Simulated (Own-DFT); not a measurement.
# How strain changes the stress of wurtzite GaN, 96 atoms (Ga48N48)

The numbers are computed, not measured, by runs of the plane-wave DFT program Own-DFT (in-house, retired, unreviewed) at fixed positions, with no spin and no spin-orbit coupling.

Common settings: PBE; PseudoDojo norm-conserving scalar-relativistic files (stringent for Ga); cutoff 96 hartree; 3 x 4 x 3 k mesh centred on Gamma; Gaussian smearing of 0.01 eV.

Keep in mind: forces on such cells passed a denser k mesh, each cell not checked; stress not checked against mesh or cutoff.

Unstrained cell vectors in Å: (12.756, 0.000, 0.000); (-4.783, 8.285, 0.000); (0.000, 0.000, 10.370). The unstrained cell has measured lattice constants (interpolated for alloys), not those of this functional. That, the random moves and any unrelaxed bonds set the pressure at no strain. Each run strains this cell uniformly, with the atoms carried along. Each atom got a random Gaussian move of width 0.05 Å along each axis. Strains are tensor components in per cent; tension counts as positive stress, and P is minus the mean normal stress.

| run | e_xx (%) | e_yy (%) | e_zz (%) | e_yz (%) | e_xz (%) | e_xy (%) | s_xx (GPa) | s_yy (GPa) | s_zz (GPa) | s_yz (GPa) | s_xz (GPa) | s_xy (GPa) | P (GPa) | E (meV/atom) |
|---|---|---|---|---|---|---|---|---|---|---|---|---|---|---|
| 1 | -0.49 | -1.03 | -0.96 | 0.54 | -0.07 | -1.97 | -10.88 | -13.65 | -12.73 | 1.73 | 0.72 | -6.15 | 12.42 | 32.3 |
| 2 | -0.32 | 1.37 | 1.84 | 0.93 | 1.51 | 0.91 | -5.36 | -1.40 | 1.14 | 2.33 | 2.56 | 2.01 | 1.87 | 5.8 |
| 3 | 0.43 | 0.75 | -1.21 | 0.53 | 1.25 | 0.05 | -5.85 | -3.90 | -11.57 | 1.34 | 3.04 | 0.52 | 7.11 | 12.1 |
| 4 | -1.19 | -0.30 | -0.51 | -1.49 | -0.51 | -0.29 | -14.24 | -10.98 | -9.48 | -3.95 | -1.15 | -0.94 | 11.57 | 33.2 |
| 5 | 1.36 | -0.34 | 1.07 | -0.14 | -1.71 | -1.60 | -2.43 | -6.32 | -1.93 | -0.30 | -3.17 | -5.42 | 3.56 | 20.3 |
| 6 | 0.96 | -0.49 | -0.71 | -0.83 | 0.28 | 1.95 | -2.65 | -9.55 | -10.19 | -1.45 | 1.16 | 5.52 | 7.46 | 11.2 |
| 7 | 0.09 | -1.50 | 0.11 | 1.90 | 1.04 | 0.95 | -7.56 | -14.33 | -9.14 | 4.86 | 1.62 | 3.55 | 10.34 | 33.6 |
| 8 | 0.06 | 1.35 | -1.30 | 1.81 | 0.94 | 1.34 | -8.62 | -1.47 | -12.93 | 3.67 | 1.97 | 5.30 | 7.67 | 29.1 |
| 9 | -1.22 | 0.97 | 1.33 | 1.79 | -1.89 | 0.31 | -9.45 | -3.32 | -2.25 | 3.33 | -3.92 | 2.55 | 5.01 | 14.8 |
| 10 | -1.87 | -0.84 | -1.77 | 0.67 | -1.96 | 0.28 | -20.04 | -14.94 | -17.59 | 1.27 | -4.81 | 1.57 | 17.52 | 68.0 |
| 11 | -0.42 | 1.76 | 1.70 | 1.63 | 0.84 | -0.74 | -6.00 | 1.24 | 0.77 | 3.10 | 1.56 | -2.15 | 1.33 | 0.0 |
| 12 | 0.18 | 0.24 | -0.69 | 1.88 | 1.26 | -0.18 | -4.98 | -6.73 | -11.71 | 3.87 | 3.00 | -0.14 | 7.81 | 18.9 |
| 13 | -1.51 | -0.92 | 1.72 | -0.39 | -0.14 | 0.15 | -11.99 | -12.99 | -1.69 | -1.20 | -0.05 | 1.08 | 8.89 | 19.1 |
| 14 | -1.30 | -1.74 | -0.48 | -0.07 | 0.25 | -0.66 | -15.24 | -17.50 | -11.11 | -0.20 | 0.36 | -1.58 | 14.62 | 36.4 |
| 15 | -0.45 | -0.39 | -1.78 | -2.00 | 1.28 | 0.65 | -9.28 | -11.60 | -17.04 | -4.47 | 2.64 | 2.97 | 12.64 | 35.9 |
| 16 | -0.53 | -0.39 | -1.22 | -0.13 | 0.84 | -1.42 | -11.99 | -8.91 | -14.19 | -1.38 | 2.19 | -3.86 | 11.69 | 31.1 |
| 17 | 0.04 | -1.08 | -0.37 | -0.77 | -0.99 | 0.74 | -8.62 | -11.78 | -9.46 | -1.38 | -2.37 | 1.54 | 9.95 | 21.5 |
| 18 | -0.06 | 1.00 | 0.69 | 0.00 | -0.43 | 1.02 | ? | ? | ? | ? | ? | ? | ? | ? |

E is the free energy for each atom above the lowest run shown.

## Fit

Regress every stress component on the fractional strains (shears doubled) of the visible runs, with a constant. Shear strains stay in the fit of a normal stress only where such slopes are resolved. The slopes, in GPa:

```
stress,at no strain,per e_xx,per e_yy,per e_zz,scatter
s_xx,-7.1,453 ± 40,81 ± 35,110 ± 29,1.37
s_yy,-7.4,133 ± 20,465 ± 18,51 ± 15,0.69
s_zz,-7.7,63 ± 22,57 ± 19,451 ± 16,0.75
```

The slope of each shear stress on twice its own strain, from a fit on all six strains: yz 115 ± 5, xz 105 ± 5, xy 157 ± 8 GPa. These are stiffnesses along x, y and z of the frame in which the cell vectors are given, with the crystal's c axis along z: C11, C12, C13 and C33. Hexagonal symmetry asks that xx and yy behave alike, which is a second check on the noise. The atoms are held to the strained lattice; where symmetry lets them move under strain, relaxing them would lower some slopes. The table should be nearly symmetric about its diagonal, and what it lacks of that shows the noise. A ninth of the table's sum, 207 ± 4 GPa, estimates the bulk modulus near the mean pressure of these runs, 8.9 GPa, so it lies above the value at zero pressure.

## Test on the hidden row

The question: what normal stresses and pressure should run 18 give?

Estimate: s_xx = -5.9, s_yy = -2.5, s_zz = -4.1 and P = 4.1 GPa. The run itself gave -5.55, -2.21, -4.12 and P = 3.96 GPa.
